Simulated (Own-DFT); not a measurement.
# Response to strain: wurtzite GaN, 72 atoms (Ga36N36)

These are calculations, not measurements. They come from Own-DFT, an in-house plane-wave density functional program, since retired, whose code no person has reviewed. Each row is one single-point run on a periodic cell that was not relaxed, without spin or spin-orbit coupling.

Settings of every run: PBE; PseudoDojo norm-conserving scalar-relativistic files (stringent for Ga); cutoff 96 hartree; 4 x 4 x 3 k mesh centred on Gamma; Gaussian smearing of 0.01 eV.

Known limits: forces not confirmed at this smearing and k mesh; stress not checked against mesh or cutoff.

Unstrained cell vectors in Å: (9.567, 0.000, 0.000); (-4.784, 8.285, 0.000); (0.000, 0.000, 10.370). The unstrained cell has measured lattice constants (interpolated for alloys), not those of this functional. That, the random moves and any unrelaxed bonds set the pressure at no strain. Each run strains this cell uniformly, with the atoms carried along. Every atom was also moved at random, by a Gaussian of width 0.05 Å on each axis. Strain is the symmetric tensor, in per cent. Stress is positive in tension, and the pressure is minus a third of its trace.

```
run  e_xx (%)  e_yy (%)  e_zz (%)  s_xx (GPa)  s_yy (GPa)  s_zz (GPa)  P (GPa)  E (meV/atom)
  1      0.00      0.00      0.75       -6.09       -7.30       -3.16     5.52           7.8
  2      0.00      0.00      0.75       -6.99       -6.60       -4.10     5.90          20.5
  3      0.00      0.00     -0.25       -8.04       -6.48       -7.28     7.27           3.0
  4      0.00      0.00     -0.50       -7.80       -7.81      -10.28     8.63          34.1
  5      0.00      0.00     -1.25       -9.94       -6.65      -12.65     9.75          27.0
  6      0.00      0.00     -0.50       -7.86       -8.51       -8.88     8.42          28.1
  7      0.00      0.00     -1.25       -7.89       -7.41      -13.57     9.62          23.7
  8      0.00      0.00      2.75       -5.31       -2.93        2.52     1.91          10.7
  9      0.00      0.00     -0.25       -7.89       -5.96       -7.30     7.05           0.0
 10      0.00      0.00      2.75       -3.80       -5.03        3.39     1.81           5.9
 11      0.00      0.00      1.75           ?           ?           ?        ?             ?
```

E is the free energy for each atom above the lowest run shown.

## Worked fit

The change of volume is close to e_xx + e_yy + e_zz. A straight line through the runs shown gives P = 7.17 - 195 x (fractional change of volume) GPa, with an error of 8 on the slope and a scatter of 0.34 GPa. The strain isn't the same on all axes and the cell isn't cubic, so the slope belongs to this path and is not the bulk modulus.

## Withheld run

Question: what pressure should run 11 give? Its volume changes by 1.75 %.

The line gives 3.8 GPa. The calculation gave 3.86 GPa.
